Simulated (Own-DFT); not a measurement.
# Which defects push the lattice out? zincblende GaAs

No measurement is shown. These are fixed-geometry runs of a retired plane-wave code named Own-DFT, which no person has reviewed; spin and spin-orbit coupling are neglected.

Settings: PBE; PseudoDojo norm-conserving scalar-relativistic files; cutoff 42 hartree; 3 x 3 x 3 k mesh centred on Gamma; Fermi-Dirac smearing of 0.1 eV.

Caveats (not all hold for every row): not probed for a lower state with spin; forces not confirmed at this smearing and k mesh; stress not checked against mesh or cutoff.

All runs share one cell, with vectors in Å (11.737, 0.000, 0.000); (0.000, 11.737, 0.000); (0.000, 0.000, 10.833) and a volume of 1492.4 Å³, strained against the parent crystal. The atoms are randomly displaced, by u rms on each axis. The defect's site can differ from row to row.

```
                             cell     formula   u (Å)  P (GPa)
                        no defect    As32Ga32  0.0281     1.23
                        no defect    As32Ga32  0.0316     1.23
                        no defect    As32Ga32  0.0464     1.57
one As vacancy and one Ga vacancy    As31Ga31  0.0315        ?
one As vacancy and one Ga vacancy    As31Ga31  0.0319     0.91
one As vacancy and one Ga vacancy    As31Ga31  0.0490     1.33
one As vacancy and one Ga vacancy    As31Ga31  0.0527     1.28
              one Al on a Ga site  AlAs32Ga31  0.0305     1.24
              one Al on a Ga site  AlAs32Ga31  0.0508     1.58
              one Al on a Ga site  AlAs32Ga31  0.0520     1.59
```

## Working it out

P = P0 + c u² + a shift for each defect gives P0 = 1.04 GPa, c = 228 ± 25 GPa/Å² and a scatter of 0.05 GPa. The shifts, and each times the cell's volume:

- one Al on a Ga site: -0.05 ± 0.05 GPa, -0.4 eV (not resolved)
- one As vacancy and one Ga vacancy: -0.35 ± 0.05 GPa, -3.2 eV

A positive shift means that the defect pushes the cell outwards. Shift times volume (160.2 GPa Å³ is 1 eV) depends little on the cell's size, so, taken for each site, it can be compared between cells at like pressure. The atoms around the defects weren't relaxed, which would change these numbers.

## Check

Asked: what pressure belongs in the blank (one As vacancy and one Ga vacancy, u = 0.0315 Å)?

The fit gives 0.93 ± 0.07 GPa. The calculation gave 0.98 GPa.
